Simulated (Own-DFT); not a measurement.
# What random displacements cost in hexagonal WC, 64 atoms (C32W32)

All numbers below are calculated, not measured. They come from Own-DFT, an in-house plane-wave density functional program, since retired, whose code no person has reviewed. Each row is one single-point run on a periodic cell that was not relaxed, without spin or spin-orbit coupling.

Settings of every run: PBE; PseudoDojo norm-conserving scalar-relativistic files; cutoff 50 hartree; 4 x 4 x 4 k mesh centred on Gamma; cold (Marzari-Vanderbilt) smearing of 0.2 eV.

Known limits, some of them of some rows only: some atoms lie very close together; forces on such cells moved up to 12 meV/angstrom on a denser k mesh; stress not checked against mesh or cutoff.

Cell vectors in Å: (5.833, -5.052, -2.839); (0.000, -5.052, 8.518); (-5.833, -5.052, -2.839). In each run every atom was moved at random and independently from its ideal site; u is the rms move along one axis. E is the free energy for each atom above the fitted value at u = 0, and F the rms of the force components.

```
run   u (Å)  E (meV/atom)  F (eV/Å)  largest force (eV/Å)  P (GPa)
  1  0.0194          14.8     0.536                  2.25     3.25
  2  0.0206          16.6     0.577                  2.05     3.35
  3  0.0206          15.8     0.546                  1.83     3.28
  4  0.0487          84.8     1.265                  4.84     6.04
  5  0.0511         100.0     1.417                  5.06     6.71
  6  0.0517         105.2     1.497                  5.59     6.89
  7  0.0954             ?         ?                     ?        ?
  8  0.1049         462.4     3.528                 22.92    21.15
  9  0.1050         391.2     2.838                 11.34    17.71
 10  0.1602         949.1     4.856                 19.86    40.10
```

## Worked fit

For small independent moves the energy grows as E = (3/2) K u², with K the mean stiffness felt by one atom. The runs with u up to 0.11 Å give K = 25.5 ± 0.8 eV/Å², with residuals divided by u² + 0.0006 Å², since the noise grows with the moves. The scatter is 6.3 meV/atom at u = 0.05 Å. The forces follow F = G u with G = 28.3 eV/Å²; no force at u = 0 is resolved. G exceeds K because the moves of its neighbours add to the force on an atom, and stiffness differs between atoms. At u = 0.160 Å the parabola gives 983 meV/atom and the run 949. The pressure follows P = 2.67 + 1523 u² GPa: at fixed volume, shortened bonds push harder than stretched ones pull.

## Withheld run

Question: what energy and rms force should run 7 give?

The fit gives 348 ± 23 meV/atom and about 2.70 eV/Å. The calculation gave 312.0 meV/atom and 2.510 eV/Å.
